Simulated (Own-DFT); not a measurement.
# Stretching a layer in its plane: wurtzite AlN, 72 atoms (Al36N36)

Calculated, not measured: single-point runs of Own-DFT, a retired in-house plane-wave DFT program that no person has reviewed, on unrelaxed cells, without spin or spin-orbit coupling.

All runs used: PBE; PseudoDojo norm-conserving scalar-relativistic files; cutoff 42 hartree; 3 x 3 x 2 k mesh centred on Gamma; Fermi-Dirac smearing of 0.1 eV.

Keep in mind: forces on such cells moved up to 12 meV/angstrom on a denser k mesh; stress not checked against mesh or cutoff.

Unstrained cell vectors in Å: (9.336, 0.000, 0.000); (-4.668, 8.085, 0.000); (0.000, 0.000, 9.964). The unstrained cell has measured lattice constants (interpolated for alloys), not those of this functional. That, the random moves and any unrelaxed bonds set the pressure at no strain. Each run strains x and y alike by e, as a substrate would, and holds the height along z. Random moves of width 0.05 Å per axis were added to every atom. Stress is positive in tension.

```
e (%)  u (Å)  (s_xx + s_yy)/2 (GPa)  s_zz (GPa)
-2.75  0.052                 -24.58       -9.28
-1.25  0.058                 -14.06       -7.62
-0.75  0.050                  -8.92       -8.26
-0.50  0.047                  -8.88       -5.45
-0.25  0.047                  -6.30       -6.88
 0.75  0.050                  -0.50       -6.10
 1.25  0.054                   0.74       -2.49
 1.50  0.049                   2.73       -4.85
 2.00  0.048                      ?           ?
 2.75  0.045                   8.53       -0.87
```

## What the rows give

With e as a fraction, the in-plane stress is -5.3 + 598 e - 3841 e² GPa (errors 16 and 865, scatter 0.73), and s_zz is -5.9 + 149 e GPa (slope ± 26, scatter 1.21). At e = 0 the first slope is C11 + C12 and the second 2 C13, both with the ions held to the strained lattice and at the cell's own pressure. The term in e² is negative: the layer stiffens under compression and softens under tension. A free layer would change its height as e changes, and the in-plane slope would drop by 2 C13²/C33 to the biaxial modulus. At fixed height, a misfit of 1 % moves the in-plane stress by about 6.0 GPa and s_zz by 1.5 GPa.

## Check

Q: what are the two stresses at e = 2.00 %?

Estimate: 5.2 and -2.9 GPa. The hidden result is 4.98 and -2.59 GPa.
